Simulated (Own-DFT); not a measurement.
# One host, several defects: L1_0 TiAl

Everything here is calculated. The program is Own-DFT (plane waves, in-house, since retired, never reviewed by a person); positions were held fixed, and spin and spin-orbit coupling were off.

Common settings: PBE; PseudoDojo norm-conserving scalar-relativistic files; cutoff 42 hartree; 4 x 4 x 4 k mesh centred on Gamma; cold (Marzari-Vanderbilt) smearing of 0.2 eV.

Keep in mind: forces on such cells failed a check on a denser k mesh; stress not checked against mesh or cutoff.

All runs share one cell, with vectors in Å (5.622, 5.622, 0.000); (-5.622, 5.622, 0.000); (0.000, 0.000, 8.133) and a volume of 514.0 Å³. The atoms are randomly displaced, by u rms on each axis. The defect's site can differ from row to row.

```
cell,formula,u (Å),P (GPa)
no defect,Al16Ti16,0.0207,1.18
no defect,Al16Ti16,0.0466,1.71
no defect,Al16Ti16,0.0502,1.82
two Al vacancies,Al14Ti16,0.0273,?
two Al vacancies,Al14Ti16,0.0279,-0.57
two Al vacancies,Al14Ti16,0.0450,-0.28
two Al vacancies,Al14Ti16,0.0495,-0.45
one Ti vacancy,Al16Ti15,0.0266,0.36
one Ti vacancy,Al16Ti15,0.0302,0.46
one Ti vacancy,Al16Ti15,0.0316,0.50
```

## Analysis

P = P0 + c u² + a shift for each defect gives P0 = 1.17 GPa, c = 235 ± 57 GPa/Å² and a scatter of 0.11 GPa. The shifts, and each times the cell's volume:

- one Ti vacancy: -0.93 ± 0.11 GPa, -3.0 eV
- two Al vacancies: -2.01 ± 0.09 GPa, -6.4 eV (-3.2 eV for each of its 2 sites)

Against the defect-free cell, a freed cell would be larger where the shift is positive and smaller where it is negative (160.2 GPa Å³ is 1 eV). The atoms around the defects weren't relaxed, which would change these numbers.

## Withheld run

Q: what pressure belongs in the blank (two Al vacancies, u = 0.0273 Å)?

From the fit: -0.67 ± 0.14 GPa. DFT gave -0.73 GPa.
